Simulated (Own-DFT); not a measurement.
# Device materials side by side: how hard are they to compress?

No measurement is shown. These are fixed-geometry runs of a retired plane-wave code named Own-DFT, which no person has reviewed; spin and spin-orbit coupling are neglected.

Limits (not all hold for every row): forces on such cells moved up to 12 meV/angstrom on a denser k mesh; forces not confirmed at this smearing and k mesh; k mesh not checked against a denser one; forces on such cells passed a denser k mesh, each cell not checked; stress not checked against mesh or cutoff.

All runs are PBE with PseudoDojo norm-conserving files; cutoff and k mesh are each material's own. Every cell starts from measured lattice constants and was given uniform random strains and small random moves of its atoms. Each triple is the change of volume in per cent, the rms move u in Å and the pressure in GPa.

- 2H SiC (C36Si36), 10.36 Å³/atom unstrained: (-1.12, 0.048, 8.36); (-1.04, 0.049, 7.94); (-0.26, 0.053, 5.87); (0.41, 0.054, 4.92); (0.70, 0.048, 3.51); (2.24, 0.048, 0.49); (2.91, 0.049, -0.99)
- wurtzite GaN (Ga48N48), 11.42 Å³/atom unstrained: (-2.96, 0.052, 13.71); (-1.94, 0.048, 11.23); (-1.37, 0.052, 10.06); (-1.37, 0.049, 10.10); (0.32, 0.054, 6.60); (0.44, 0.048, 6.35); (1.76, 0.048, 3.72)
- diamond silicon (Si64), 20.02 Å³/atom unstrained: (-3.03, 0.052, 5.76); (-0.89, 0.047, 3.64); (0.00, 0.050, 2.83); (0.02, 0.052, 2.57); (0.18, 0.050, 2.49); (0.65, 0.049, 1.92); (3.04, 0.050, -0.11)
- zincblende GaP (Ga32P32), 20.24 Å³/atom unstrained: (-2.84, 0.049, 6.00); (-1.08, 0.050, 4.42); (-0.68, 0.050, 4.03); (-0.64, 0.049, 4.15); (0.22, 0.047, 2.99); (2.45, 0.049, 1.51); (2.63, 0.053, 1.25)
- zincblende GaAs (As32Ga32), 22.58 Å³/atom unstrained: withheld
- zincblende InP (In48P48), 25.27 Å³/atom unstrained: (-1.13, 0.050, 4.42); (1.03, 0.050, 2.98); (1.12, 0.045, 2.82); (2.00, 0.052, 2.35); (2.13, 0.051, 2.06); (2.24, 0.050, 2.22); (2.43, 0.050, 2.08)
- grey tin (Sn64), 34.15 Å³/atom unstrained: (-2.11, 0.051, 4.80); (-1.66, 0.053, 4.61); (-0.75, 0.052, 4.14); (-0.39, 0.052, 3.95); (0.61, 0.054, 3.49); (0.83, 0.053, 3.36); (1.49, 0.051, 3.05)

## Worked fit

Fit a line to each set against the fractional change of volume; B is minus its slope, and u is nearly the same within a set. To take it to zero pressure, assume that B rises by 4 GPa for each GPa: B0 = B - 4 x (mean pressure). The bond length of an ideal tetrahedral crystal with the unstrained volume v is d = (√3/4)(8 v)^(1/3). Cohen's empirical rule reads B0 = (1971 - 220 L) d^(-3.5) GPa, with L = 0 for group IV crystals and SiC and 1 for III-V compounds.

```
                  material  L  d (Å)  B (GPa)  mean P (GPa)  B0 (GPa)  rule (GPa)
          2H SiC (C36Si36)  0  1.888  228 ± 8           4.3   211 ± 8         213
    wurtzite GaN (Ga48N48)  1  1.950  209 ± 3           8.8   174 ± 3         169
    diamond silicon (Si64)  0  2.352   98 ± 3           2.7    87 ± 3          99
  zincblende GaP (Ga32P32)  1  2.360   86 ± 3           3.5    72 ± 3          87
zincblende GaAs (As32Ga32)  1  2.448        ?             ?         ?          76
  zincblende InP (In48P48)  1  2.541   67 ± 3           2.7    56 ± 3          67
           grey tin (Sn64)  0  2.810   49 ± 1           3.9    33 ± 1          53
```

A line through ln[B0/(1971 - 220 L)] against ln d has a slope of -4.5 ± 0.2 and a scatter of 8 %. Against the rule, B0 stands at 99 % for 2H SiC, 103 % for wurtzite GaN, 88 % for diamond silicon, 83 % for zincblende GaP, 84 % for zincblende InP, 63 % for grey tin. PBE tends to make silicon and heavier crystals too soft, and the rule itself is only a guide.

## Check

Q: what B0 does the fitted trend give for zincblende GaAs (As32Ga32)?

Estimate: 61 GPa. Its own runs give B = 71 ± 4 GPa at a mean pressure of 3.5 GPa, so B0 = 57 GPa.
